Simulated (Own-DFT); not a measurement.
InAs (zincblende, strongly disordered by large displacements), GaP (zincblende, strongly disordered by large displacements) (calculated)

Computed with Own-DFT development build. A calculation, not a measurement: plane-wave PBE density functional theory by an unreviewed code, no spin, of a simulated periodic cell, stress positive in tension, free energy of the whole cell less one offset for each atom, forces on such cells passed a denser k mesh, this cell's mesh not checked; broken bonds can close the gap or carry spin, so checks made on this kind of crystal may not hold here; offsets are fitted by least squares, one for each functional and potential file, so energies compare only between cells with the same atoms and settings and are not formation energies; the far tail of each file's local potential was reset to the Coulomb form; each entry is a single point on an unrelaxed cell, so the pressure reflects the starting lattice, mostly measured values (interpolated for alloys), from which strain is counted, and rises with the displacements; printed positions are rounded, which can move forces by about a meV/angstrom; the program, named Own-DFT, is a retired in-house code; no spin-orbit coupling.

Settings shared by all entries: functional PBE; potential files PseudoDojo norm-conserving, scalar-relativistic, standard set; wave cutoff 42 hartree; occupations Fermi-Dirac; smearing width 0.1 eV; k mesh 3 x 3 x 3 centred on Gamma.

(1) 
```xyz
64
Lattice="12.1166 0.0000 0.0000 0.0000 12.1166 0.0000 0.0000 0.0000 12.1166" Properties=species:S:1:pos:R:3:force_x:R:1:force_y:R:1:force_z:R:1 formula=InAs hardware=one_NVIDIA_H200 free_energy_of_cell_above_offsets=20.573 pressure=12.84 stress_xx=-11.37 stress_yy=-13.07 stress_zz=-14.07 stress_yz=-0.29 stress_xz=-1.79 stress_xy=-0.46 wall_time=1158
In    11.7470    12.0975    11.9782      3.212      2.168     -1.722
In    11.6479     3.0325     2.5372      1.042     -4.296      3.776
In     3.5749     0.3693     2.6215     -5.051      1.606     -1.505
In     3.3650     3.1356    11.8942      0.347     -1.277      1.259
As     1.3733     1.7558     1.5116      1.649      -1.61     -1.428
As     1.6868     4.4524     4.9121     -2.543      0.721     -5.586
As     4.4095     1.3042     4.4193       2.49      2.684      6.006
As     4.3010     4.3259     1.8925     -2.991      4.286     -4.008
In    11.8636    12.0190     6.0434      0.482      0.018     -0.184
In     0.0428     2.7835     8.9771     -2.714      2.124      0.351
In     2.7534     0.4111     9.0821      2.516     -3.337      2.451
In     3.0372     3.3676     6.2410      5.232     -1.502      2.283
As     1.7907     1.9326     7.6844     -1.452     -1.399     -3.036
As     1.8319     4.2289    10.3341     -3.074     -2.842      2.422
As     5.0281     1.4202    10.3945     -3.127     -2.175       2.06
As     4.1377     5.0281     8.3459      4.713      -1.89     -4.932
In     0.2836     6.4253    11.9405      1.851     -2.463     -2.169
In     0.2948     9.2054     3.1141     -3.439     -2.861     -3.153
In     2.9069     6.1967     3.2207      2.642     -0.358      1.779
In     3.1969     9.2373     0.1211     -2.605     -4.632     -2.812
As     1.0996     6.9396     1.8235      1.126       3.32      3.179
As     1.5626    10.3370     4.5427      0.504      6.009     -0.163
As     4.5365     8.0188     4.7360      0.385     -0.998     -0.654
As     4.1603    10.7143     1.4183      5.192      0.273      0.868
In     0.3500     6.2711     5.4947      1.377     -2.187       2.18
In     0.1473     8.9161     9.8000     -2.694     -3.146     -2.564
In     2.5292     6.1284     9.4208     -1.957      7.699     -0.233
In     2.6844     9.3606     6.2355      2.646      -2.74      3.759
As     0.8830     7.3340     7.5839      1.631      2.038      2.427
As     1.5456    10.3886    10.6974      2.609      4.939       1.52
As     4.8899     7.9035    10.7255     -3.255     -4.808      1.945
As     4.7499    10.9382     7.5599     -3.015     -1.702      2.738
In     6.1816     0.1803     0.0760     -2.091      2.863      4.798
In     5.7341     3.0548     2.9953      0.724     -6.864      0.188
In     8.8710    11.9227     2.5926       1.45      3.727      0.048
In     9.8175     3.5597    12.0165     -1.731      2.524      3.089
As     7.9507     1.7590     1.4878     -1.525      1.846      -1.19
As     7.1877     4.4533     3.8955      4.794      3.989      4.293
As    10.3862     1.5860     4.4306      0.184     -0.654     -0.342
As    11.1316     4.9823     1.6096     -1.508      3.616     -1.366
In     6.2195    11.6699     5.9301      0.246      3.082      0.092
In     5.5288     3.1599     9.0365       2.93      2.185     -2.015
In     8.5208    11.6163     8.8382       2.72      1.528     -3.076
In     8.7606     2.9406     5.9964      2.948      3.299     -4.044
As     7.6506     1.8793     7.5997     -3.443      -3.28       3.87
As     7.8967     4.6522    10.9279     -2.372      1.444      -1.29
As    10.6366     1.9214    10.7619      0.827     -4.698     -3.533
As    10.7144     4.5238     7.3054     -0.332      0.097      0.286
In     6.3610     6.4729     0.3633     -2.828     -4.357     -2.645
In     6.2664     9.4528     2.7189     -3.451     -0.059      1.465
In     9.1126     6.0389     2.7438     -0.616      0.404      1.091
In     9.4012     9.4275     0.3660     -2.703     -3.815     -4.226
As     7.6324     7.9728     1.4624       3.83      0.888       1.62
As     7.5019    11.0282     4.0941     -0.245         -3      2.869
As    10.7741     7.3886     4.5918     -3.782      2.381      -4.03
As    10.6119    10.9039     1.4988      4.698     -0.716      3.616
In     6.2525     5.9203     6.2808     -4.294     -4.167     -3.266
In     5.8917     9.6108     9.7204      -0.09      1.822      -4.44
In     8.3206     6.6287     9.0121       3.01     -3.611      5.143
In     9.2346     8.6265     6.0570      1.504      2.401      0.045
As     7.4481     7.5353     7.2034     -1.017      6.024     -0.535
As     7.3643    11.0563    10.7816      4.676      -2.92      0.835
As    10.8529     6.9180    10.3978     -4.152      1.315     -2.774
As    10.9666    10.1796     7.9668     -2.088      1.045     -1.427
```

Units: free_energy_of_cell_above_offsets in eV; pressure, stress_xx, stress_yy, stress_zz, stress_yz, stress_xz, stress_xy in GPa; wall_time in s; force_x, force_y, force_z in eV/Å.

(2) 
```xyz
64
Lattice="12.1166 0.0000 0.0000 0.0000 12.1166 0.0000 0.0000 0.0000 12.1166" Properties=species:S:1:pos:R:3:force_x:R:1:force_y:R:1:force_z:R:1 formula=InAs hardware=one_NVIDIA_H200 free_energy_of_cell_above_offsets=-1.755 pressure=8.65 stress_xx=-9.65 stress_yy=-7.34 stress_zz=-8.97 stress_yz=-2.1 stress_xz=-0.26 stress_xy=-0.24 wall_time=1148
In     0.0475     0.2603    11.9821     -1.446     -1.958     -1.283
In     0.3134     2.7804     3.0114     -2.571      0.417       0.51
In     2.9474    11.9631     3.0354      3.069      1.923      0.088
In     3.1235     3.0974     0.0942     -1.674     -2.293     -2.526
As     1.4937     1.2014     1.5590      1.458      1.333     -0.929
As     1.7240     4.3543     4.3010     -1.122      2.379      0.012
As     4.7100     1.9143     4.4317     -4.087      -3.97      3.514
As     4.7870     4.1536     1.3467       0.39       3.28      0.916
In     0.2758     0.0708     5.8901     -1.823      -0.38       0.89
In     0.1010     3.1481     9.2793     -2.301     -0.779     -0.221
In     2.7048    12.0986     8.6374        1.5     -0.311       1.14
In     3.0479     3.3747     6.0504      0.959     -1.898      0.964
As     1.1796     1.7200     7.5845      1.618     -0.118     -1.526
As     1.5335     4.5345    10.5529       0.13      0.921      3.562
As     4.6597     1.4111    10.1010     -1.252     -0.657      1.824
As     4.4316     4.1305     8.0002     -3.449      3.742     -2.011
In     0.2466     6.3586     0.2888     -5.292     -4.839     -5.441
In     0.2581     9.2508     2.8653     -2.685      -1.98      0.079
In     3.0430     6.1861     2.9251      2.771     -2.119      1.552
In     2.9350     9.3082     0.4112     -2.956     -2.619     -4.975
As     1.5677     7.4892     1.5763      2.868      4.127      2.708
As     1.5292    10.5824     4.3620     -0.183      0.197      2.131
As     4.7626     7.1582     4.8329     -6.356       4.68     -5.412
As     4.4634    10.3680     1.6156      2.786       2.85      2.708
In     0.1863     5.7879     6.2535      1.426      2.061     -2.743
In     0.0818     8.9515     8.9804     -2.194      1.689      1.146
In     3.0275     5.9384     9.2756      1.527      1.668     -1.027
In     2.8299     9.2716     6.0100      0.943     -2.152      0.004
As     1.5445     7.6338     7.6414      1.575     -1.879     -1.495
As     1.4772    10.5226    10.5235      0.227      0.636      0.651
As     4.7701     7.4786    10.6407     -2.741     -0.697      1.744
As     4.5086    10.2996     7.5127     -0.436      1.982     -0.155
In     5.8761    11.6946    12.0778     -1.911      2.643      1.862
In     6.1208     2.9569     3.0197      3.209      0.645     -2.251
In     8.8988    11.9176     3.2023      6.246      3.528     -2.789
In     9.1452     3.1277    12.0127     -2.461     -0.301      0.193
As     7.5654     1.2521     1.6573     -0.234      1.123     -1.904
As     7.3706     4.5799     4.4378       2.43      0.272      0.584
As    10.6008     1.5706     4.7979      2.514     -2.058     -3.848
As    10.6832     4.3106     1.4192      1.846      1.076      0.768
In     5.8825    12.0664     6.0592     -0.616      0.211     -0.722
In     6.2279     3.0268     8.7248      0.992      3.065      5.717
In     9.3512     0.0615     8.9135     -1.859      0.939      0.625
In     9.0231     2.5603     6.1072     -2.683      3.191      1.557
As     7.2590     1.4588     7.6480      4.619     -5.035      -3.04
As     7.5940     4.7809    10.5485      1.671     -1.537     -1.989
As    10.4401     1.6201    10.5317      1.487      0.008     -0.004
As    10.8228     4.5383     7.5568     -2.315     -2.804      0.526
In     6.1955     5.9652     0.0306     -1.048      0.015       0.53
In     6.0394     8.8516     2.8564     -1.694      0.836      3.769
In     9.2836     6.0952     2.6477     -0.996     -0.207      1.284
In     9.1115     8.9173     0.2083      1.308      1.904     -2.501
As     7.4354     7.7322     1.4074      1.274     -3.172     -0.663
As     7.3333    10.8150     4.2096     -4.804     -4.293      3.834
As    10.3935     7.4652     4.5888      1.549      0.142      -0.19
As    10.6714    10.5282     1.5441     -0.417      1.216     -0.637
In     6.2486     6.2222     6.0809      3.934     -4.305      4.035
In     5.8852     9.0384     9.2356      0.449      3.069      1.851
In     9.5320     6.1974     8.8539     -4.539     -3.512     -3.389
In     8.7632     9.1381     5.7753      0.091      0.399      0.578
As     7.1553     7.9632     7.6047      3.725     -1.644     -1.753
As     7.4456    11.2256    10.4928      2.412      -3.07     -2.319
As    10.3909     7.5702    10.2888      3.297      4.434       5.98
As    10.4832    10.6586     7.4976      1.844     -2.014     -2.092
```

Units: free_energy_of_cell_above_offsets in eV; pressure, stress_xx, stress_yy, stress_zz, stress_yz, stress_xz, stress_xy in GPa; wall_time in s; force_x, force_y, force_z in eV/Å.

(3) 
```xyz
64
Lattice="10.9010 0.0000 0.0000 0.0000 10.9010 0.0000 0.0000 0.0000 10.9010" Properties=species:S:1:pos:R:3:force_x:R:1:force_y:R:1:force_z:R:1 formula=GaP hardware=one_NVIDIA_H100 free_energy_of_cell_above_offsets=28.265 pressure=15.19 stress_xx=-16.23 stress_yy=-14.73 stress_zz=-14.6 stress_yz=0.63 stress_xz=0.2 stress_xy=-0.31 wall_time=643.1
Ga    10.7591     0.4678     0.2940      0.159      -4.78      1.415
Ga     0.6155     3.1125     2.6690     -1.264     -1.108     -0.422
Ga     2.5157    10.1339     2.1500     -4.353      1.172      0.401
Ga     2.8265     2.8132    10.3341     -1.882     -0.312     -0.537
P      1.5388     1.2959     1.0561      4.089      2.415       2.59
P      1.7221     4.1759     4.6312     -0.089      0.306     -5.154
P      4.4133     1.4320     3.8907     -7.185      0.064     -0.094
P      3.9926     4.0832     0.8415      1.023      1.292      2.625
Ga    10.7976    10.5519     5.2228     -0.928      3.254     -0.385
Ga    10.5409     3.0697     8.6282      0.181      -0.36     -1.745
Ga     2.8185     0.1307     8.9088      2.199      2.473     -3.164
Ga     2.8059     2.8234     5.6828     -0.676     -7.673      0.053
P      1.2086     0.7284     6.6565       2.35      2.479      2.292
P      1.1577     4.7575     9.0944       3.39     -1.954     -3.396
P      4.6651     1.4365     9.8748     -1.745      3.335     -2.591
P      4.1024     4.0926     6.6133      3.246     -5.409      3.892
Ga     0.1991     5.1199    10.8572     -1.335      1.593      4.894
Ga    10.0149     8.1471     3.3101      1.949      2.018      2.008
Ga     2.9651     5.0807     2.7988     -2.532     -1.066     -3.984
Ga     3.0314     8.2807    10.4203     -4.009      2.753      3.836
P      1.3744     7.1554     1.7745      0.804     -1.449     -1.079
P      1.1257     9.5818     3.9356      3.353     -3.025     -3.311
P      3.8216     6.2747     4.2125      1.707      4.711     -0.727
P      4.5148     9.8848     1.8007       2.05     -2.155      3.503
Ga     0.1437     5.1587     5.4681       0.53      3.104      2.121
Ga    10.7973     7.8934     8.5218       0.35      0.949      -0.98
Ga     2.9502     5.5342     7.4507     -4.001      4.422      2.776
Ga     2.9615     8.3428     4.8379     -0.697      0.232     -6.813
P      1.8436     7.6335     6.4243     -2.088     -2.742      5.253
P      1.2837     9.8617     9.5670     -3.072     -3.349      1.914
P      4.1693     7.1379     9.2054      0.418     -4.338      1.216
P      3.9983     8.8979     6.4898      -1.03      4.969      1.912
Ga     4.8144    10.5394    10.8186     -1.857     -1.649     -1.063
Ga     5.2035     3.0785     2.8965     -1.932      0.241     -4.959
Ga     8.2502     0.0470     2.7600     -0.091      0.199     -1.388
Ga     7.7533     2.7374    10.7070      2.981     -3.054      3.048
P      6.2286     1.1824     1.4102      2.484      0.742     -0.086
P      6.6960     3.9142     3.9627       1.25     -0.515      4.159
P      9.6357     1.1901     4.1538     -0.804      2.477     -0.541
P      9.4452     3.8591     1.0504      0.879      0.426      1.706
Ga     6.0549     0.5124     4.5682      0.888     -1.323      -1.07
Ga     5.4916     2.5260     8.0172     -0.428      1.298      0.343
Ga     8.2977     0.2144     8.7779     -3.187     -3.723     -3.891
Ga     7.9136     2.5801     5.7872      3.751      2.029     -2.867
P      6.4270     1.3398     6.3536     -0.643     -1.226      7.135
P      6.2513     3.9543    10.1341     -1.101     -1.187     -4.607
P      9.5013     1.3729     9.9226     -0.834      4.923     -1.433
P      9.6118     3.9770     6.3547     -2.596     -2.137      3.787
Ga     5.3965     5.7423    10.6137     -1.672      3.589      1.087
Ga     5.5007     7.8786     2.5188     -1.142      0.586      2.032
Ga     7.8698     5.4422     3.3497      2.578      3.352      -2.62
Ga     8.4161     8.2003     0.7384     -0.021      0.819     -4.102
P      6.8863     6.9364     1.1162     -2.255     -4.026      1.532
P      6.7987     9.6242     3.9332      1.282     -5.404     -0.761
P     10.0337     6.2302     3.9504     -1.959     -2.535     -0.871
P      9.8987     9.2839     1.6246       1.51      5.163     -2.207
Ga     5.0930     5.6118     5.7636      5.678      2.368     -1.514
Ga     5.1305     7.5162     7.4552      0.472      0.622      -0.23
Ga     8.2323     4.9646     8.3429     -0.041      0.834      0.058
Ga     7.9754     7.7330     5.1346      0.527      1.346     -0.381
P      6.9861     6.9114     6.9809      4.155     -2.858     -0.183
P      6.6470    10.0139    10.0953      5.306      -1.87     -1.576
P      9.4935     6.5155    10.0470     -0.774       1.34      -1.37
P      9.9667     9.5988     6.8224     -3.317     -2.669      4.518
```

Units: free_energy_of_cell_above_offsets in eV; pressure, stress_xx, stress_yy, stress_zz, stress_yz, stress_xz, stress_xy in GPa; wall_time in s; force_x, force_y, force_z in eV/Å.

(4) 
```xyz
64
Lattice="12.1166 0.0000 0.0000 0.0000 12.1166 0.0000 0.0000 0.0000 12.1166" Properties=species:S:1:pos:R:3:force_x:R:1:force_y:R:1:force_z:R:1 formula=InAs hardware=one_NVIDIA_H200 free_energy_of_cell_above_offsets=-5.439 pressure=8.51 stress_xx=-7.96 stress_yy=-8.89 stress_zz=-8.67 stress_yz=-0.83 stress_xz=-0.17 stress_xy=-2.52 wall_time=1197
In    12.1001    12.0117     0.0486      0.231     -0.617     -1.246
In    11.9693     2.9904     3.1000      0.772      2.214     -0.011
In     2.9522     0.1105     3.1231     -0.909      0.865      0.974
In     3.4075     2.9142     0.0125     -2.096     -1.037     -0.044
As     1.1182     1.4045     1.6514       2.79      0.664     -0.306
As     1.5458     4.8083     4.5397      -1.84     -3.135      1.895
As     4.6859     1.5667     4.6384     -0.377     -0.715      0.151
As     4.6368     4.5980     1.3526     -0.971     -2.309      3.497
In     0.3201    12.0413     6.0453     -5.846      0.579      0.033
In    11.8680     3.5301     9.5203     -2.694     -0.885     -5.184
In     3.2398     0.3226     8.9807      -2.97     -2.498     -2.101
In     3.0680     2.9494     6.2331      -0.39      0.704      -0.91
As     1.3782     1.3183     7.4009      2.578      4.376      4.355
As     1.3727     4.3160    10.7359      5.676      3.169       3.83
As     4.7033     1.3704    10.4350      0.817      0.484      3.225
As     4.7583     4.6071     7.5116     -0.649     -2.116       1.18
In    12.0473     6.1877     0.3801      0.414     -0.842     -0.425
In    12.1090     9.0410     2.8658      1.222     -1.078      4.418
In     3.0763     5.8360     3.0941     -0.979     -1.144     -4.159
In     3.3199     9.0577    11.9514     -4.938      2.454       3.66
As     1.4815     7.7105     1.6503       3.51      -1.63     -1.666
As     1.2721    10.5639     4.7141      2.343     -2.833     -4.928
As     4.2301     7.4160     4.2355      3.698       3.82      3.357
As     4.0614    10.6490     1.5665      2.774     -0.144      0.231
In    11.9663     5.9208     6.2290       1.67      2.284     -1.251
In     0.3397     9.0277     9.3497     -4.334     -3.491     -4.134
In     3.1164     5.6720     9.0971     -1.065      1.503      0.471
In     2.6759     8.9750     5.9464      2.418      0.052     -0.502
As     1.6065     7.5974     7.6048     -0.866     -2.219      1.415
As     1.5546    10.3684    10.5542      3.634      5.697      3.372
As     4.5902     7.8202    10.6947      2.852     -4.344     -4.285
As     4.7477    10.6976     7.6591     -2.285     -2.141      0.653
In     5.9759    11.7698    12.0249     -0.527      0.841      1.674
In     6.4374     2.8484     3.2750     -4.868     -1.022     -0.616
In     9.0610    11.9846     2.9293        1.6      0.296     -0.534
In     8.9108     2.9876     0.2203      3.784      3.464     -4.154
As     7.8062     1.7703     1.6922     -2.274      -5.59      0.631
As     7.9116     4.2868     4.2040      0.023      5.244      1.127
As    10.6731     1.4280     4.4337     -0.655      -1.21      1.666
As    10.4945     4.6858     1.7366      0.319     -1.383     -1.147
In     6.1841     0.0217     6.4716     -0.171      1.063      -2.19
In     6.0833     3.0108     9.3481      1.508      0.908     -2.652
In     9.0932    12.0143     9.3099       1.72      2.585     -1.861
In     9.0692     3.0964     5.8276      2.026     -2.021      1.922
As     7.7613     1.5725     7.4245      0.478      1.039      2.549
As     7.5278     4.6462    10.6403     -0.321     -0.766      1.312
As    10.9182     1.6641    10.5280     -3.081     -3.176      1.954
As    10.5636     4.4797     7.5265     -1.281      -1.03      0.985
In     5.7334     6.0143    12.0386      2.679      2.368     -1.438
In     6.2488     9.2343     3.3894     -1.209     -1.269     -1.561
In     9.0973     6.2744     3.0728     -0.126      0.403      0.215
In     9.0181     9.3097    12.0862      1.832     -3.096      2.164
As     7.5857     7.4493     1.4423     -1.052      1.493     -0.231
As     7.6565    10.9097     4.6948     -1.378      0.282     -0.677
As    10.7356     7.5561     4.4771     -0.698      0.792      1.691
As    10.8095    10.3245     1.5592     -3.902      3.601     -2.534
In     6.0809     6.0314     6.0347      0.609       1.01     -2.081
In     6.1947     9.1328     9.1893     -0.314     -0.748     -1.353
In     9.2686     5.8654     9.3773       0.39       1.77     -1.162
In     8.9200     9.4652     6.1867      0.064      -3.62     -0.484
As     7.5693     7.4986     7.5844      0.853      0.387      0.394
As     7.7069    10.5562    10.6136      -1.91      0.731     -0.363
As    10.7856     7.5900    10.7985     -1.151      0.233     -0.844
As    10.4242    10.7476     7.4725      2.846      0.732      2.032
```

Units: free_energy_of_cell_above_offsets in eV; pressure, stress_xx, stress_yy, stress_zz, stress_yz, stress_xz, stress_xy in GPa; wall_time in s; force_x, force_y, force_z in eV/Å.
